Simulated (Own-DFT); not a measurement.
# Computed records: AlN (wurtzite, atoms displaced)

A calculation, not a measurement: plane-wave PBE density functional theory by an unreviewed code, no spin, of a simulated periodic cell, stress positive in tension, free energy of the whole cell less one offset for each atom, forces on such cells passed a denser k mesh, this cell's mesh not checked; offsets are fitted by least squares, one for each functional and potential file, so energies compare only between cells with the same atoms and settings and are not formation energies; the far tail of each file's local potential was reset to the Coulomb form; each entry is a single point on an unrelaxed cell, so the pressure reflects the starting lattice, mostly measured values (interpolated for alloys), from which strain is counted, and rises with the displacements; printed positions are rounded, which can move forces by about a meV/angstrom; the program, named Own-DFT, is a retired in-house code; no spin-orbit coupling. Program: Own-DFT development build.

Settings shared by all entries: functional PBE; potential files PseudoDojo norm-conserving, scalar-relativistic, standard set; wave cutoff 42 hartree; occupations Fermi-Dirac; smearing width 0.1 eV; hardware one NVIDIA H100; k mesh 2 x 2 x 2 centred on Gamma.

(1) AlN (wurtzite, atoms displaced)

```
AlN
1.0
     12.4480     0.0000     0.0000
     -6.2240    10.7803     0.0000
      0.0000     0.0000     9.9640
Al N Al N Al N Al N Al N Al N Al N Al N Al N Al N Al N Al N Al N Al N Al N Al N Al N Al N Al N Al N Al N Al N Al N Al N Al N Al N Al N Al N Al N Al N Al N Al N
2 2 2 2 2 2 2 2 2 2 2 2 2 2 2 2 2 2 2 2 2 2 2 2 2 2 2 2 2 2 2 2 2 2 2 2 2 2 2 2 2 2 2 2 2 2 2 2 2 2 2 2 2 2 2 2 2 2 2 2 2 2 2 2
Direct
  0.08741 0.17996 0.98910
  0.15513 0.08238 0.24805
  0.08783 0.16668 0.19908
  0.16811 0.08704 0.44560
  0.08391 0.16549 0.50267
  0.16458 0.08119 0.75864
  0.07650 0.15979 0.67080
  0.16795 0.08996 0.92719
  0.08581 0.41656 0.99323
  0.18481 0.34407 0.25422
  0.07410 0.41043 0.19090
  0.16835 0.33146 0.44722
  0.08731 0.41802 0.48893
  0.15356 0.31729 0.76758
  0.08317 0.40539 0.66892
  0.16688 0.34366 0.94502
  0.08144 0.67081 0.99838
  0.17428 0.58787 0.24331
  0.07568 0.65689 0.18468
  0.15497 0.58317 0.44056
  0.07734 0.66664 0.50155
  0.17270 0.58177 0.75027
  0.05825 0.64545 0.68702
  0.16473 0.58435 0.94441
  0.07669 0.91856 0.00504
  0.16249 0.85178 0.23891
  0.09861 0.92416 0.18744
  0.15787 0.83560 0.44195
  0.09265 0.92248 0.49131
  0.18476 0.85069 0.74565
  0.07548 0.91231 0.70447
  0.17438 0.83743 0.94022
  0.33386 0.16624 0.99638
  0.40820 0.06384 0.26445
  0.33464 0.16244 0.21205
  0.41884 0.09137 0.42329
  0.32149 0.16088 0.50276
  0.41755 0.09177 0.75235
  0.33911 0.17773 0.69182
  0.42418 0.08554 0.93031
  0.34095 0.43235 0.99447
  0.41681 0.33093 0.25619
  0.32881 0.41943 0.19447
  0.40250 0.32963 0.45852
  0.33685 0.40845 0.49706
  0.42630 0.34351 0.76008
  0.31400 0.40243 0.69174
  0.41555 0.31215 0.93503
  0.32776 0.66883 0.01199
  0.41613 0.56927 0.24155
  0.33995 0.66841 0.19007
  0.42405 0.59698 0.44793
  0.32618 0.65694 0.50248
  0.42270 0.58830 0.74655
  0.32828 0.65843 0.67740
  0.41107 0.57954 0.94020
  0.33249 0.90557 0.99531
  0.42144 0.83389 0.25253
  0.34302 0.92974 0.20039
  0.42180 0.83880 0.44141
  0.32554 0.89609 0.50290
  0.42311 0.84287 0.73111
  0.31705 0.90455 0.69022
  0.42455 0.84326 0.93808
  0.58674 0.16150 0.99087
  0.66931 0.08764 0.25466
  0.57050 0.15255 0.17511
  0.67375 0.09446 0.45852
  0.56457 0.15738 0.51454
  0.67151 0.07373 0.75807
  0.57957 0.16475 0.68210
  0.67827 0.08177 0.93444
  0.57055 0.40026 0.99928
  0.67800 0.32985 0.25891
  0.58167 0.41411 0.19755
  0.67071 0.34698 0.43382
  0.57437 0.40414 0.51798
  0.68468 0.33642 0.73330
  0.58693 0.40488 0.69061
  0.67616 0.33965 0.93533
  0.57723 0.67590 0.00459
  0.64976 0.55946 0.25817
  0.57765 0.66061 0.17405
  0.66056 0.58469 0.43953
  0.58557 0.66504 0.50753
  0.67703 0.59678 0.74785
  0.58462 0.66176 0.70222
  0.67328 0.59049 0.92914
  0.57921 0.91125 0.98600
  0.64702 0.82871 0.26037
  0.59187 0.91543 0.20244
  0.66802 0.83381 0.45258
  0.58323 0.92233 0.49097
  0.67408 0.84086 0.73873
  0.58798 0.91445 0.70692
  0.65900 0.82721 0.93024
  0.84214 0.16858 0.00900
  0.92847 0.08468 0.25970
  0.83194 0.16148 0.19336
  0.89976 0.06678 0.43388
  0.83730 0.16372 0.48931
  0.93013 0.09693 0.74064
  0.83014 0.14809 0.67756
  0.90865 0.09497 0.93747
  0.82026 0.42064 0.99666
  0.91073 0.33464 0.24499
  0.82193 0.40297 0.18558
  0.91338 0.33056 0.43504
  0.81646 0.39412 0.49994
  0.93410 0.34987 0.76197
  0.82843 0.41285 0.68772
  0.90999 0.32795 0.93889
  0.81568 0.65491 0.00615
  0.91659 0.58477 0.23638
  0.83183 0.66562 0.18976
  0.91747 0.59031 0.45540
  0.83998 0.67609 0.48876
  0.89928 0.57929 0.73237
  0.82727 0.67640 0.70406
  0.92770 0.59425 0.93710
  0.83182 0.91793 0.98502
  0.91438 0.83051 0.24182
  0.83132 0.91491 0.19934
  0.93857 0.83028 0.42152
  0.85046 0.92401 0.49946
  0.90859 0.83625 0.76203
  0.82441 0.91556 0.68254
  0.93509 0.83770 0.94146
```

```
free energy of cell above offsets : -25.986 eV
pressure                          : 11.92 GPa
stress xx                         : -15.23 GPa
stress yy                         : -8.56 GPa
stress zz                         : -11.96 GPa
stress yz                         : -0.11 GPa
stress xz                         : 0.55 GPa
stress xy                         : -1.12 GPa
wall time                         : 417.3 s
```

Force:
```
element  x (eV/Å)  y (eV/Å)  z (eV/Å)
     Al    -0.151    -2.741     2.633
     Al     4.554     0.276       1.5
      N     -1.78     2.502    -2.413
      N    -1.798    -1.383    -1.491
     Al    -0.638     0.473     -4.01
     Al     0.482     -0.15    -5.397
      N     2.333     0.803     5.868
      N    -0.782     0.394     5.431
     Al    -3.918     1.298     2.692
     Al    -6.169    -3.834      1.53
      N     2.477      1.33    -0.423
      N     0.306      0.35    -2.123
     Al     -1.42    -0.685    -0.448
     Al     0.605     2.119    -5.169
      N    -0.192     0.897       4.6
      N     2.754    -1.358     0.011
     Al     0.796     0.169    -0.594
     Al    -2.248    -1.269     0.942
      N      1.29     2.516     0.372
      N     2.698     0.707    -1.308
     Al    -0.198     0.025     0.444
     Al    -2.648    -0.588    -0.832
      N     4.097     2.576     0.565
      N     0.959     0.107    -0.685
     Al     4.846     2.343    -0.664
     Al     9.331    -6.575     4.035
      N    -8.936     3.505    -2.882
      N     4.296    -1.066     -1.33
     Al    -1.975      0.34     2.958
     Al    -11.36    -6.702     4.534
      N     1.004     1.266    -1.979
      N    -1.094     0.042     0.212
     Al      0.61    -4.077     2.473
     Al     0.164     8.473    -4.691
      N    -1.614     0.272    -2.644
      N    -0.713    -0.562      9.13
     Al     2.584     1.145      0.23
     Al     0.102    -0.014    -1.273
      N    -0.559    -2.033    -0.035
      N     -1.17    -1.261     1.674
     Al     0.307    -5.057     1.115
     Al     0.132    -1.367     0.647
      N     4.354    -1.449    -3.223
      N     6.843    -2.264    -3.549
     Al    -6.532      4.43     3.432
     Al    -1.057    -1.138    -3.034
      N     2.474     1.922     1.364
      N    -2.119     5.297     1.212
     Al      0.81     0.265    -3.105
     Al    -0.239     5.598      2.57
      N    -0.139    -0.169     1.362
      N     0.522     -3.12    -1.912
     Al    -0.754     0.713     -2.44
     Al    -1.515     -1.96    -0.058
      N     0.649     2.139     3.284
      N    -0.407     4.113    -0.968
     Al    -0.832     3.522     1.495
     Al    -0.615     0.848    -0.404
      N    -0.289    -10.01     -4.28
      N     -0.24    -1.861     0.334
     Al    -2.577     2.298    -1.224
     Al    -0.336    -2.199     1.962
      N     10.18     5.397     -4.12
      N    -1.051    -3.416    -0.921
     Al     0.418     0.735     0.142
     Al    -0.598    -0.482    -0.266
      N     1.514     1.384     2.498
      N    -2.449    -1.472     -2.65
     Al     1.983     0.738    -4.968
     Al     0.178     2.528    -2.755
      N     0.934    -0.298     4.688
      N    -1.434    -0.054     2.344
     Al     2.516     2.257     0.298
     Al    -4.268     -2.54    -1.866
      N      0.01    -3.816    -2.273
      N    -2.069    -2.671      1.79
     Al    -0.434     1.629    -3.682
     Al    -6.125    -4.203     4.004
      N    -0.902     2.122     2.352
      N    -3.857    -3.064    -1.515
     Al     1.919    -1.737    -3.778
     Al     0.542     6.057    -0.084
      N     0.296    -0.314     4.927
      N     1.291    -0.984     1.021
     Al    -0.659     1.116     0.152
     Al    -1.848    -3.797     0.949
      N    -1.332     1.394    -2.021
      N    -3.468    -2.593     1.678
     Al      2.25     2.331     1.644
     Al     6.852    -2.563     1.141
      N    -5.088      2.32    -2.557
      N    -0.009    -0.157    -0.546
     Al     2.255     0.498     1.654
     Al    -1.167    -3.146     1.243
      N      -2.5    -0.056    -2.943
      N     1.338     1.669     0.309
     Al    -4.438     1.317     0.691
     Al    -2.615    -1.017    -2.719
      N     0.666     0.814     0.715
      N     2.404     4.288     0.653
     Al     -0.46     0.819     1.759
     Al    -3.174     -3.08     1.191
      N    -1.221     2.674     0.721
      N     6.576    -2.604    -2.081
     Al     5.001     2.057     0.747
     Al     1.634    -1.189     0.528
      N     1.265     3.369    -0.923
      N      0.45     0.011     -0.16
     Al     2.962      3.69      0.39
     Al    -1.537    -1.773    -3.184
      N     5.242      1.94    -1.489
      N      0.81     1.764     1.191
     Al     3.786      2.14    -0.569
     Al    -0.412    -1.255     2.211
      N     -0.93    -1.071     0.356
      N     -0.74    -2.898     -2.45
     Al     -1.07     -1.34     1.141
     Al     1.018     1.005     1.793
      N     2.969     0.798    -3.524
      N    -3.503    -2.646    -0.124
     Al      0.03     0.121      2.29
     Al    -0.373     0.227    -0.525
      N    -0.051     0.045    -1.772
      N    -3.294     1.552      1.73
     Al    -0.898     -4.45    -0.207
     Al     1.612     0.282    -1.625
      N     4.254     1.647     1.139
      N    -6.545    -2.223      0.19
```

(2) AlN (wurtzite, atoms displaced)

```
AlN
1.0
     12.4480     0.0000     0.0000
     -6.2240    10.7803     0.0000
      0.0000     0.0000     9.9640
Al N Al N Al N Al N Al N Al N Al N Al N Al N Al N Al N Al N Al N Al N Al N Al N Al N Al N Al N Al N Al N Al N Al N Al N Al N Al N Al N Al N Al N Al N Al N Al N
2 2 2 2 2 2 2 2 2 2 2 2 2 2 2 2 2 2 2 2 2 2 2 2 2 2 2 2 2 2 2 2 2 2 2 2 2 2 2 2 2 2 2 2 2 2 2 2 2 2 2 2 2 2 2 2 2 2 2 2 2 2 2 2
Direct
  0.07949 0.16828 0.99513
  0.15759 0.09122 0.25250
  0.07803 0.15180 0.19820
  0.17209 0.07569 0.43937
  0.07743 0.16709 0.49785
  0.16783 0.09539 0.75055
  0.10031 0.17674 0.70569
  0.13954 0.05607 0.94307
  0.07884 0.42338 0.98744
  0.15348 0.32923 0.25518
  0.10234 0.42035 0.18988
  0.15854 0.33276 0.45104
  0.07836 0.41515 0.50651
  0.17493 0.33205 0.75133
  0.08781 0.41608 0.68481
  0.16426 0.33563 0.95690
  0.07867 0.66891 0.00036
  0.18168 0.59105 0.25713
  0.05139 0.65139 0.19172
  0.17258 0.58042 0.45686
  0.07141 0.66289 0.48757
  0.16175 0.57283 0.76247
  0.09083 0.66230 0.68907
  0.17748 0.57320 0.93923
  0.07990 0.91479 0.00181
  0.16521 0.83150 0.25438
  0.08461 0.93033 0.19332
  0.16470 0.83304 0.46864
  0.09365 0.91914 0.51792
  0.17460 0.82798 0.72291
  0.09388 0.92326 0.69058
  0.17371 0.83013 0.94799
  0.33812 0.17325 0.01516
  0.41761 0.07571 0.23673
  0.34420 0.17506 0.19405
  0.42011 0.08667 0.43834
  0.33432 0.16447 0.49981
  0.41260 0.07272 0.76545
  0.33888 0.16330 0.68333
  0.41785 0.08537 0.92448
  0.33611 0.41717 0.98646
  0.43145 0.32028 0.25265
  0.34260 0.42327 0.19830
  0.40929 0.32602 0.42848
  0.33106 0.41815 0.49920
  0.42386 0.33622 0.74697
  0.32661 0.41674 0.68066
  0.41227 0.32640 0.94911
  0.31929 0.66528 0.01230
  0.42097 0.60214 0.25857
  0.33726 0.67654 0.19270
  0.41136 0.56925 0.44330
  0.33785 0.67297 0.50419
  0.43067 0.59464 0.73696
  0.33590 0.66926 0.67370
  0.40806 0.57978 0.93753
  0.32662 0.92303 0.00912
  0.40589 0.81776 0.24234
  0.34141 0.92230 0.18495
  0.41245 0.83495 0.42487
  0.32529 0.90345 0.51561
  0.41027 0.83780 0.75643
  0.34307 0.92055 0.69407
  0.41647 0.82041 0.95159
  0.57999 0.16152 0.99759
  0.67783 0.08595 0.26476
  0.57692 0.17320 0.19427
  0.66332 0.07979 0.43189
  0.57884 0.15761 0.49797
  0.66892 0.07354 0.73589
  0.57979 0.14922 0.68897
  0.65916 0.08623 0.93730
  0.57966 0.40826 0.01462
  0.67588 0.34459 0.23909
  0.57653 0.41315 0.18789
  0.65929 0.32835 0.44954
  0.57337 0.40296 0.49557
  0.66510 0.33846 0.74055
  0.58426 0.41683 0.70695
  0.66316 0.33397 0.93794
  0.57179 0.65943 0.00128
  0.66613 0.58770 0.24409
  0.57044 0.65538 0.19171
  0.66630 0.58872 0.45648
  0.59799 0.68503 0.49698
  0.65362 0.58359 0.74006
  0.57226 0.67548 0.69535
  0.67780 0.57449 0.94519
  0.58236 0.92048 0.00258
  0.67067 0.82938 0.24656
  0.59225 0.91425 0.18452
  0.66016 0.82385 0.43542
  0.59480 0.93541 0.50529
  0.66947 0.82025 0.74508
  0.56808 0.90202 0.69371
  0.68353 0.83459 0.95428
  0.83573 0.15534 0.98501
  0.92651 0.07632 0.23701
  0.83782 0.16417 0.19190
  0.90259 0.06488 0.43487
  0.82130 0.16232 0.49404
  0.90230 0.06803 0.75235
  0.83703 0.16888 0.68626
  0.91653 0.07071 0.94135
  0.84567 0.41990 0.00481
  0.91058 0.33634 0.25854
  0.81371 0.40802 0.20712
  0.92766 0.33144 0.43181
  0.84396 0.42086 0.49392
  0.91365 0.33737 0.72680
  0.84415 0.42307 0.67907
  0.92341 0.33693 0.95391
  0.83032 0.67452 0.00219
  0.91736 0.58347 0.24164
  0.82206 0.66190 0.18932
  0.92365 0.58498 0.43084
  0.81751 0.65870 0.50585
  0.91470 0.58288 0.74920
  0.82862 0.64532 0.66620
  0.93947 0.57901 0.93023
  0.82963 0.92040 0.00372
  0.93167 0.84100 0.25653
  0.83905 0.92646 0.19518
  0.91228 0.84598 0.44244
  0.82797 0.91606 0.49761
  0.90861 0.83782 0.75850
  0.83038 0.90821 0.70328
  0.91999 0.82850 0.92483
```

```
stress zz : ?
```

**Q.** What stress zz does the calculation give for AlN (wurtzite, atoms displaced) (entry 2)?
**A.** -11.77 GPa

Further results for AlN (wurtzite, atoms displaced) (entry 2):

```
free energy of cell above offsets : -20.563 eV
pressure                          : 13.12 GPa
stress xx                         : -12.74 GPa
stress yy                         : -14.87 GPa
stress yz                         : 1.47 GPa
stress xz                         : -1.1 GPa
stress xy                         : -3.88 GPa
wall time                         : 409.4 s
```

Force:
```
element  x (eV/Å)  y (eV/Å)  z (eV/Å)
     Al     1.908    -0.627     0.696
     Al     7.851    -2.034     2.454
      N    -2.936     6.103    -3.574
      N    -2.234     1.189     0.188
     Al     1.063    -1.007     0.721
     Al      4.93    -3.832     1.446
      N     -5.37    -1.787     -2.97
      N     0.949     8.403    -1.729
     Al     3.623    -2.242     3.626
     Al     5.303    -0.419     0.673
      N    -5.976     2.812    -1.127
      N     0.718    -1.067    -1.233
     Al     2.267     1.121    -1.095
     Al    -2.368     2.008     1.255
      N    -1.013    -1.135     2.702
      N     0.459    -0.915    -2.666
     Al     3.497     1.443     0.905
     Al    -2.184    -3.537     1.211
      N     12.34     7.518    -3.511
      N    -2.152     1.154    -3.191
     Al     4.572     0.495     3.222
     Al     1.111     1.798    -3.678
      N    -1.648    -0.516     -0.28
      N     -3.57     2.358     0.218
     Al     1.274    -4.478     0.777
     Al    -0.676     1.041     -0.19
      N     2.639      -2.4    -0.508
      N     0.656    -1.496      -3.3
     Al    -3.568     0.984    -3.045
     Al    -2.169      0.21     2.782
      N    -1.182    -0.735      2.92
      N    -1.972    -0.067    -0.749
     Al    -0.813    -2.249    -2.206
     Al    -1.167     2.712     3.925
      N    -1.193    -5.344     -0.94
      N    -0.356    -2.371      -0.5
     Al      0.44    -0.174    -0.799
     Al    -0.162     2.338    -8.685
      N    -0.661     0.758     2.191
      N    -0.845    -0.137     9.796
     Al    -0.975    -0.117      3.91
     Al    -5.175     3.614     0.806
      N    -0.892    -0.862    -0.748
      N     0.569     0.739     3.348
     Al      0.14    -2.838    -1.627
     Al    -2.078    -2.116     0.778
      N     3.342     1.107     2.167
      N     0.329      1.35    -2.272
     Al     4.022    -0.111    -1.711
     Al     0.602    -5.535     0.379
      N     -0.69    -5.729    -1.549
      N     0.082     5.762    -0.206
     Al     0.722    -0.827    -2.879
     Al    -9.168     -5.08     2.683
      N    -0.344     0.428      5.88
      N     1.071     1.327    -1.036
     Al     2.202    -0.354    -2.669
     Al     1.365     9.728     1.776
      N    -1.325    -3.543     1.491
      N     0.754     0.049     2.171
     Al     2.236     2.996    -3.324
     Al     2.445    -3.715      1.36
      N    -1.846    -0.761    -0.123
      N    -1.435     2.687    -1.252
     Al    -0.677     2.313     0.514
     Al    -1.053    -0.971    -7.209
      N     2.978     -0.25    -1.144
      N    -0.049     2.088     3.756
     Al    -1.649     1.213     0.531
     Al    -1.962     0.559     2.677
      N    -0.304     1.954    -0.411
      N     3.565    -1.559    -1.109
     Al     0.112     0.849    -4.074
     Al    -10.67    -6.894     3.776
      N     3.525     2.724      2.14
      N     2.529     0.479     -0.96
     Al    -1.087     1.771     0.853
     Al     2.617    -2.216     1.343
      N    -1.443     1.065    -3.144
      N     1.815    -0.339     0.288
     Al     1.132     0.363    -0.001
     Al    -1.711    -1.998     1.411
      N     2.053     2.871    -0.478
      N    -2.089    -2.753    -2.557
     Al    -2.213    -7.848      1.71
     Al     2.878     -0.41     1.377
      N     8.029    -0.318    -3.717
      N    -3.756     0.213     -1.48
     Al     0.955    -0.766    -0.533
     Al    -0.458      0.41    -0.896
      N    -1.502     0.425     1.938
      N    -0.659      7.01    -0.613
     Al    -1.358     -6.36    -0.393
     Al    -2.585     4.485     3.721
      N     3.421       2.1    -1.014
      N    -5.399    -3.206    -3.062
     Al    -2.576     2.182     2.362
     Al    -4.902     2.107     3.215
      N     0.048     0.749    -0.318
      N    -0.338     4.766     0.751
     Al     3.599     0.874     -0.37
     Al     1.932     3.063    -0.174
      N     0.034    -1.536    -0.155
      N    -1.244     2.509    -1.469
     Al     -2.64    -1.008     -0.58
     Al     2.238    -0.732    -3.847
      N     11.64     6.352    -3.985
      N    -3.099    -0.961     2.878
     Al     -1.83    -0.405    -0.758
     Al     2.727    -0.495     2.803
      N    -2.318    -0.593     0.287
      N     -2.02    -3.074    -2.449
     Al     1.467    -0.546    -0.221
     Al    -10.04    -5.361     4.498
      N     2.601     2.039     0.077
      N    -3.823    -1.623    -0.647
     Al     3.484     2.938    -5.905
     Al     1.897     0.466    -0.581
      N    -1.625     1.893     8.117
      N    -4.974    -1.904     0.172
     Al     4.267    -0.935     2.246
     Al     -3.22    -1.174     0.578
      N     0.724    -5.322    -1.845
      N     3.319    -2.843     0.333
     Al    -0.063    -1.631     0.686
     Al     5.524    -2.022    -3.932
      N    -2.512     1.429    -3.442
      N    -0.595    -0.285     5.346
```
